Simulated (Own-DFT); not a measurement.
# Two functionals across a range of volumes: D0_22 TiAl3, 40 atoms (Al30Ti10)

Everything here is calculated. The program is Own-DFT (plane waves, in-house, since retired, never reviewed by a person); positions were held fixed, and spin and spin-orbit coupling were off.

Caveats: forces on such cells failed a check on a denser k mesh; stress not checked against mesh or cutoff.

Each geometry was run with PBE and with PBEsol, otherwise alike: PseudoDojo norm-conserving scalar-relativistic files made for PBE; cutoff 42 hartree; 4 x 4 x 4 k mesh centred on Gamma; cold (Marzari-Vanderbilt) smearing of 0.2 eV. Unstrained cell vectors in Å: (-2.365, -6.981, 4.326); (-7.667, 3.491, 1.442); (-2.950, -3.488, -7.241). Each has a uniform strain, of which the change of volume is shown, and random moves of rms u per axis.

| run | volume change (%) | u (Å) | P with PBE (GPa) | P with PBEsol (GPa) |
|---|---|---|---|---|
| 1 | -1.43 | 0.0473 | 4.56 | 2.62 |
| 2 | 1.91 | 0.0443 | 0.52 | -1.34 |
| 3 | 2.01 | 0.0503 | 0.49 | -1.37 |
| 4 | 0.16 | 0.0447 | 2.55 | 0.65 |
| 5 | 3.65 | 0.0503 | -1.05 | -2.87 |
| 6 | -0.41 | 0.0509 | 3.42 | 1.51 |
| 7 | 2.41 | 0.0527 | 0.21 | -1.64 |
| 8 | -2.40 | 0.0523 | 5.87 | 3.91 |
| 9 | -0.48 | 0.0594 | 3.70 | 1.79 |
| 10 | -1.50 | 0.0459 | 4.50 | ? |

Question: by how much does PBEsol shrink this cell, and what belongs in the blank?

## Solution

Write v for the change of volume as a fraction. Fitted to v and u², the PBE pressure has a slope of -115 ± 2 GPa in v, with the ions held to the strained lattice. The difference PBEsol less PBE is -1.90 + 2.3 v GPa (slope ± 0.05) and averages -1.89 GPa. Divided by the mean slope of the two, 114 GPa, that makes PBEsol's volume at a given pressure, near 1 GPa, about 1.7 % smaller, or 0.55 % in lengths. At one volume PBEsol's slope is the smaller by 2 GPa, but its pressure there is lower too. If stiffness rises by about 4 GPa for each GPa, PBEsol at equal pressure is stiffer by about 5 GPa. Files made for PBEsol would give a different shift.

For run 10 the line gives 2.56 GPa. DFT gave 2.55 GPa.
